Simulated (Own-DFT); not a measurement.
# Response to strain: 4H SiC, 72 atoms (C36Si36)

All numbers below are calculated, not measured. The program, named Own-DFT, is a retired in-house plane-wave density functional code that no person has reviewed. Each row is one single-point run on a periodic cell that was not relaxed, without spin or spin-orbit coupling.

Settings of every run: PBE; PseudoDojo norm-conserving scalar-relativistic files; cutoff 42 hartree; 4 x 4 x 3 k mesh centred on Gamma; Fermi-Dirac smearing of 0.1 eV.

Known limits: forces on such cells passed a denser k mesh, each cell not checked; stress not checked against mesh or cutoff.

Unstrained cell vectors in Å: (9.248, 0.000, 0.000); (-4.624, 8.009, 0.000); (0.000, 0.000, 10.068). The unstrained cell has measured lattice constants (interpolated for alloys), not those of this functional. That, the random moves and any unrelaxed bonds set the pressure at no strain. Each run strains this cell uniformly, with the atoms carried along. Every atom was also moved at random, by a Gaussian of width 0.05 Å on each axis. Strain is the symmetric tensor, in per cent. Stress is positive in tension, and the pressure is minus a third of its trace.

```
run  e_xx (%)  e_yy (%)  e_zz (%)  e_yz (%)  e_xz (%)  e_xy (%)  s_xx (GPa)  s_yy (GPa)  s_zz (GPa)  s_yz (GPa)  s_xz (GPa)  s_xy (GPa)  P (GPa)  E (meV/atom)
  1     -1.77      0.85      1.00      1.78      0.88     -0.13      -12.51       -0.74       -2.28        5.75        2.54       -0.19     5.18          28.2
  2      0.98     -1.13      1.52     -1.51      0.69     -0.72        1.74       -9.46        1.35       -6.21        2.52       -2.61     2.12           5.7
  3      1.73      1.68     -1.90      0.87      1.22      0.27        5.39        5.04      -16.66        2.72        3.71        0.88     2.08          14.5
  4     -0.18      0.38     -1.09     -0.19     -1.51     -1.33       -6.36       -3.66      -12.25        0.31       -3.80       -5.66     7.43          26.4
  5      1.66     -0.67     -1.67      0.07     -0.87      0.32        3.02       -7.35      -15.74        0.43       -3.34        1.57     6.69          18.6
  6     -0.04      0.04      0.87     -0.34     -1.71      0.75       -4.94       -3.06       -1.35       -0.21       -6.44        3.79     3.11           0.8
  7     -0.14      1.47     -1.20      0.68      0.14     -0.74       -4.47        2.41      -13.25        1.89        0.60       -3.11     5.10          13.4
  8      1.73     -1.76      1.36      0.62     -1.47     -0.72        3.80      -14.30        1.63        2.58       -4.18       -4.16     2.96          27.3
  9     -1.65      0.82     -1.97     -0.82      0.73      1.81      -14.43       -2.42      -21.21       -2.90        3.25        8.46    12.69          50.5
 10     -1.24     -1.50     -1.78     -1.20      0.99      0.74      -17.31      -14.73      -18.04       -4.50        5.21        4.75    16.69          53.9
 11      0.68      1.91     -0.15     -0.13      1.68      0.43       -1.60        4.92       -3.96       -0.52        5.99        3.47     0.22          15.8
 12     -1.91      0.24      1.67      0.10      1.36     -0.43      -13.22       -3.19        1.17        0.73        3.98       -1.69     5.08          21.3
 13      1.95      1.44     -1.00      0.47      1.18      0.47        6.63        2.88      -10.03        2.07        3.99        1.23     0.17          21.2
 14      1.78      0.15      1.24      1.33      0.59     -1.60        4.63       -1.38        0.96        4.53        1.84       -6.74    -1.40          15.6
 15     -0.37      1.41      0.95      0.03      1.56     -1.74       -5.30        2.34        1.07       -0.05        4.62       -7.82     0.63           0.0
 16     -1.43      1.75     -1.61     -0.92     -1.47      1.37      -11.26        2.74      -18.69       -3.65       -4.53        6.39     9.07          47.0
 17     -1.88     -1.62      0.83      0.25     -0.27      0.86           ?           ?           ?           ?           ?           ?        ?             ?
```

E is the free energy for each atom above the lowest run shown.

## Worked fit

Each stress component was fitted by least squares to a constant and the strains of the runs shown, as fractions, with shears doubled. Shear strains stay in the fit of a normal stress only where such slopes are resolved. The slopes, in GPa:

```
stress,at no strain,per e_xx,per e_yy,per e_zz,scatter
s_xx,-5.1,549 ± 23,114 ± 28,81 ± 24,1.25
s_yy,-4.8,57 ± 16,537 ± 19,48 ± 16,0.85
s_zz,-6.9,92 ± 24,60 ± 30,602 ± 25,1.33
```

Each shear stress against twice its own strain: yz 178 ± 10, xz 169 ± 7, xy 222 ± 11 GPa. These are stiffnesses along x, y and z of the frame in which the cell vectors are given, which need not be the crystal's axes. The atoms are held to the strained lattice; where symmetry lets them move under strain, relaxing them would lower some slopes. The table should be nearly symmetric about its diagonal, and what it lacks of that shows the noise. A ninth of its sum, 238 ± 5 GPa, estimates the bulk modulus near the mean pressure of these runs, 4.9 GPa, so it lies above the value at zero pressure.

## Withheld run

Question: what normal stresses and pressure should run 17 give?

The fit gives s_xx = -16.5, s_yy = -14.2, s_zz = -4.6 and P = 11.8 GPa. The calculation gave -19.03, -15.14, -2.28 and P = 12.15 GPa.
